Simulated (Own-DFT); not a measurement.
# Misfit strain and the stress it brings: wurtzite AlN, 72 atoms (Al36N36)

The numbers are computed, not measured, by runs of the plane-wave DFT program Own-DFT (in-house, retired, unreviewed) at fixed positions, with no spin and no spin-orbit coupling.

All runs used: PBE; PseudoDojo norm-conserving scalar-relativistic files; cutoff 42 hartree; 3 x 3 x 2 k mesh centred on Gamma; Fermi-Dirac smearing of 0.1 eV.

Known weak points: forces on such cells moved up to 12 meV/angstrom on a denser k mesh; stress not checked against mesh or cutoff.

Unstrained cell vectors in Å: (9.336, 0.000, 0.000); (-4.668, 8.085, 0.000); (0.000, 0.000, 9.964). The unstrained cell has measured lattice constants (interpolated for alloys), not those of this functional. That, the random moves and any unrelaxed bonds set the pressure at no strain. Each run strains x and y alike by e, as a substrate would, and holds the height along z. Each coordinate of each atom was shifted by a normal deviate of width 0.05 Å. Stress is positive in tension.

```
e (%),u (Å),(s_xx + s_yy)/2 (GPa),s_zz (GPa)
-3.00,0.049,-25.69,-10.24
-2.75,0.050,-24.67,-10.22
-2.50,0.049,-21.97,-9.65
-2.25,0.051,-20.38,-10.19
-1.50,0.047,-13.91,-8.37
-1.00,0.046,?,?
-0.50,0.048,-7.67,-7.22
2.25,0.050,5.57,-3.41
2.75,0.048,7.85,0.23
3.00,0.048,9.73,-2.32
```

## Analysis

With e as a fraction, the in-plane stress is -4.8 + 585 e - 4197 e² GPa (errors 9 and 710, scatter 0.60), and s_zz is -6.0 + 155 e GPa (slope ± 14, scatter 0.96). At e = 0 the first slope is C11 + C12 and the second 2 C13, both with the ions held to the strained lattice and at the cell's own pressure. The term in e² is negative: the layer stiffens under compression and softens under tension. A free layer would change its height as e changes, and the in-plane slope would drop by 2 C13²/C33 to the biaxial modulus. At fixed height, a misfit of 1 % moves the in-plane stress by about 5.9 GPa and s_zz by 1.6 GPa.

## Check

Question: what are the two stresses at e = -1.00 %?

From the fit: -11.0 and -7.6 GPa. DFT gave -11.57 and -5.73 GPa.
